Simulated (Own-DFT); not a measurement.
# What a defect does to the pressure of its cell: 2H SiC

Calculated, not measured: single-point runs of Own-DFT, a retired in-house plane-wave DFT program that no person has reviewed, on unrelaxed cells, without spin or spin-orbit coupling.

All runs used: PBE; PseudoDojo norm-conserving scalar-relativistic files; cutoff 42 hartree; 4 x 4 x 3 k mesh centred on Gamma; Fermi-Dirac smearing of 0.1 eV.

Caveats (not all hold for every row): some atoms lie very close together; not probed for a lower state with spin; forces on such cells moved up to 12 meV/angstrom on a denser k mesh; forces on such cells passed a denser k mesh, each cell not checked; stress not checked against mesh or cutoff.

All runs share one cell, with vectors in Å (9.248, 0.000, 0.000); (-4.624, 8.009, 0.000); (0.000, 0.000, 10.068) and a volume of 745.7 Å³. The atoms are randomly displaced, by u rms on each axis. The defect's site can differ from row to row.

```
cell,formula,u (Å),P (GPa)
no defect,C36Si36,0.0289,3.78
no defect,C36Si36,0.0529,5.59
no defect,C36Si36,0.0569,6.45
two Al on a Si site each,Al2C36Si34,0.0266,5.66
two Al on a Si site each,Al2C36Si34,0.0288,?
two Al on a Si site each,Al2C36Si34,0.0500,7.45
two Al on a Si site each,Al2C36Si34,0.0514,7.44
one C vacancy,C35Si36,0.0291,3.49
one C vacancy,C35Si36,0.0300,3.64
one C vacancy,C35Si36,0.0301,3.79
one C on a Si site,C37Si35,0.0286,1.59
one C on a Si site,C37Si35,0.0306,1.95
one C on a Si site,C37Si35,0.0523,3.89
one Si on a C site,C35Si37,0.0290,10.43
one Si on a C site,C35Si37,0.0499,11.78
one Si on a C site,C35Si37,0.0537,12.41
```

## Fit

P = P0 + c u² + a shift for each defect gives P0 = 2.93 GPa, c = 1024 ± 52 GPa/Å² and a scatter of 0.17 GPa. The shifts, and each times the cell's volume:

- one Si on a C site: 6.49 ± 0.14 GPa, 30.2 eV
- two Al on a Si site each: 1.92 ± 0.14 GPa, 8.9 eV (4.5 eV for each of its 2 sites)
- one C vacancy: -0.20 ± 0.16 GPa, -0.9 eV (not resolved)
- one C on a Si site: -1.99 ± 0.14 GPa, -9.2 eV

Positive is outwards. The product with the volume (160.2 GPa Å³ to the eV) is nearly free of the cell's size; divided by the bulk modulus at the cell's pressure it gives the volume that the defect adds. The atoms around the defects weren't relaxed, which would change these numbers.

## Test on the hidden row

Q: what pressure belongs in the blank (two Al on a Si site each, u = 0.0288 Å)?

The fit gives 5.70 ± 0.20 GPa. Computed: 5.80 GPa.
